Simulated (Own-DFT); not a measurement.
# Which arrangement is lower? As32Ga32, 64 atoms

No measurement is shown. These are fixed-geometry runs of a retired plane-wave code named Own-DFT, which no person has reviewed; spin and spin-orbit coupling are neglected.

Settings: PBE; PseudoDojo norm-conserving scalar-relativistic files; cutoff 42 hartree; 3 x 3 x 3 k mesh centred on Gamma; Fermi-Dirac smearing of 0.1 eV.

Keep in mind (not all hold for every row): not probed for a lower state with spin; forces on such cells failed a check on a denser k mesh; forces not confirmed at this smearing and k mesh; stress not checked against mesh or cutoff.

All cells hold the same atoms in the same cell, with vectors in Å (11.307, 0.000, 0.000); (0.000, 11.307, 0.000); (0.000, 0.000, 11.307). Every atom was moved at random from its ideal site; u is the rms move along one axis. The defect's site can differ from row to row. E is the free energy of the cell above the lowest run. The arrangements:

- A: zincblende GaAs
- B: zincblende GaAs, with one As on a Ga site and one Ga on an As site, 2.4 Å apart

```
arrangement,u (Å),E (eV),P (GPa)
A,0.0181,0.000,3.50
A,0.0197,0.046,3.52
A,0.0488,2.132,3.92
A,0.0508,2.325,4.00
B,0.0301,3.110,3.92
B,0.0302,3.099,3.92
B,0.0313,3.128,3.93
B,0.0497,4.575,4.26
B,0.0505,4.344,4.15
B,0.0537,5.166,4.40
```

Question: how far apart are the arrangements at u = 0?

## Solution

Fit E = a + b u², with one b for all and one a for each arrangement, and with residuals divided by u², since the noise grows with the moves. Then b = 988 eV/Å², the scatter at u = 0.04 Å is 0.10 eV, and against A:

- B: 2.51 ± 0.05 eV (higher)

These are energies of unrelaxed cells. Relaxing the atoms lowers the strained arrangements most, so the gaps would shrink and small ones could change sign.
